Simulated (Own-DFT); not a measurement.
# How much smaller does PBEsol make it? C40 NbSi2, 36 atoms (Nb12Si24)

Calculated, not measured: single-point runs of Own-DFT, a retired in-house plane-wave DFT program that no person has reviewed, on unrelaxed cells, without spin or spin-orbit coupling.

Caveats: forces on such cells failed a check on a denser k mesh; stress not checked against mesh or cutoff.

Each geometry was run with PBE and with PBEsol, otherwise alike: PseudoDojo norm-conserving scalar-relativistic files made for PBE; cutoff 42 hartree; 4 x 4 x 5 k mesh centred on Gamma; cold (Marzari-Vanderbilt) smearing of 0.2 eV. Unstrained cell vectors in Å: (0.000, 8.324, 0.000); (-9.613, 0.000, 0.000); (0.000, 0.000, 6.586). Each has a uniform strain, of which the change of volume is shown, and random moves of rms u per axis.

| run | volume change (%) | u (Å) | P with PBE (GPa) | P with PBEsol (GPa) |
|---|---|---|---|---|
| 1 | -0.80 | 0.0500 | 4.52 | 0.84 |
| 2 | 0.61 | 0.0481 | 2.06 | -1.56 |
| 3 | -0.25 | 0.0508 | 2.98 | -0.69 |
| 4 | 2.36 | 0.0493 | -1.17 | -4.72 |
| 5 | 0.04 | 0.0519 | 3.42 | -0.24 |
| 6 | -3.00 | 0.0537 | 9.44 | 5.65 |
| 7 | -2.07 | 0.0478 | 8.00 | 4.25 |
| 8 | -3.10 | 0.0462 | 8.74 | 4.94 |
| 9 | 3.03 | 0.0573 | -2.21 | -5.74 |
| 10 | 1.10 | 0.0497 | 2.06 | -1.55 |
| 11 | 1.60 | 0.0474 | 0.03 | ? |

Asked: by how much does PBEsol shrink this cell, and what belongs in the blank?

## Answer

Write v for the change of volume as a fraction. Fitted to v and u², the PBE pressure has a slope of -190 ± 10 GPa in v, with the ions held to the strained lattice. The difference PBEsol less PBE is -3.66 + 4.4 v GPa (slope ± 0.1) and averages -3.67 GPa. Divided by the mean slope of the two, 188 GPa, that makes PBEsol's volume at a given pressure, near 2 GPa, about 2.0 % smaller, or 0.65 % in lengths. At one volume PBEsol's slope is the smaller by 4 GPa, but its pressure there is lower too. If stiffness rises by about 4 GPa for each GPa, PBEsol at equal pressure is stiffer by about 10 GPa. Files made for PBEsol would give a different shift.

For run 11 the line gives -3.56 GPa. The calculation gave -3.55 GPa.
